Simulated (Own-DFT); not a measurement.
# Device materials side by side: how hard are they to compress?

Source: density functional calculations with Own-DFT, an unreviewed in-house program that is no longer used. Nothing was measured or relaxed, and spin and spin-orbit coupling are left out.

Caveats (not all hold for every row): forces on such cells moved up to 12 meV/angstrom on a denser k mesh; forces not confirmed at this smearing and k mesh; k mesh not checked against a denser one; forces on such cells passed a denser k mesh, each cell not checked; stress not checked against mesh or cutoff.

All runs are PBE with PseudoDojo norm-conserving files; cutoff and k mesh are each material's own. Every cell starts from measured lattice constants and was given uniform random strains and small random moves of its atoms. Each triple is the change of volume in per cent, the rms move u in Å and the pressure in GPa.

- 2H SiC (C36Si36), 10.36 Å³/atom unstrained: (-2.67, 0.052, 12.59); (-2.55, 0.049, 11.54); (-1.31, 0.054, 8.99); (-0.43, 0.050, 6.69); (0.19, 0.046, 4.65); (0.87, 0.053, 3.92); (1.17, 0.049, 2.44)
- wurtzite AlN (Al36N36), 10.45 Å³/atom unstrained: (-2.45, 0.048, 10.73); (-0.20, 0.050, 6.08); (-0.19, 0.048, 5.61); (1.30, 0.053, 3.25); (1.31, 0.047, 3.06); (2.22, 0.047, 0.75); (2.70, 0.051, 0.25)
- wurtzite GaN (Ga36N36), 11.42 Å³/atom unstrained: (-3.41, 0.052, 14.72); (-2.78, 0.051, 13.03); (-1.62, 0.054, 10.67); (-1.46, 0.047, 10.11); (-0.71, 0.051, 9.36); (-0.57, 0.053, 9.05); (1.86, 0.049, 3.26)
- diamond silicon (Si64), 20.02 Å³/atom unstrained: withheld
- zincblende GaP (Ga32P32), 20.24 Å³/atom unstrained: (-1.60, 0.049, 4.79); (-1.58, 0.052, 5.12); (-0.57, 0.053, 3.90); (0.61, 0.046, 2.77); (1.76, 0.051, 1.86); (2.06, 0.055, 1.84); (2.95, 0.050, 1.34)
- grey tin (Sn64), 34.15 Å³/atom unstrained: (-2.81, 0.052, 5.37); (-1.74, 0.050, 4.70); (-1.73, 0.051, 4.86); (-0.49, 0.045, 3.98); (0.27, 0.053, 3.74); (2.10, 0.050, 2.74); (2.10, 0.055, 2.75)

## Worked fit

Fit a line to each set against the fractional change of volume; B is minus its slope, and u is nearly the same within a set. To take it to zero pressure, assume that B rises by 4 GPa for each GPa: B0 = B - 4 x (mean pressure). The bond length of an ideal tetrahedral crystal with the unstrained volume v is d = (√3/4)(8 v)^(1/3). Cohen's empirical rule reads B0 = (1971 - 220 L) d^(-3.5) GPa, with L = 0 for group IV crystals and SiC and 1 for III-V compounds.

```
material,L,d (Å),B (GPa),mean P (GPa),B0 (GPa),rule (GPa)
2H SiC (C36Si36),0,1.888,250 ± 11,7.3,221 ± 11,213
wurtzite AlN (Al36N36),1,1.893,204 ± 7,4.2,187 ± 7,188
wurtzite GaN (Ga36N36),1,1.950,210 ± 9,10.0,170 ± 9,169
diamond silicon (Si64),0,2.352,?,?,?,99
zincblende GaP (Ga32P32),1,2.360,83 ± 5,3.1,70 ± 5,87
grey tin (Sn64),0,2.810,53 ± 2,4.0,37 ± 2,53
```

A line through ln[B0/(1971 - 220 L)] against ln d has a slope of -4.5 ± 0.1 and a scatter of 2 %. Against the rule, B0 stands at 104 % for 2H SiC, 100 % for wurtzite AlN, 101 % for wurtzite GaN, 81 % for zincblende GaP, 70 % for grey tin. PBE tends to make silicon and heavier crystals too soft, and the rule itself is only a guide.

## Test on the hidden row

Q: what B0 does the fitted trend give for diamond silicon (Si64)?

Estimate: 82 GPa. Its own runs give B = 98 ± 5 GPa at a mean pressure of 3.3 GPa, so B0 = 85 GPa.
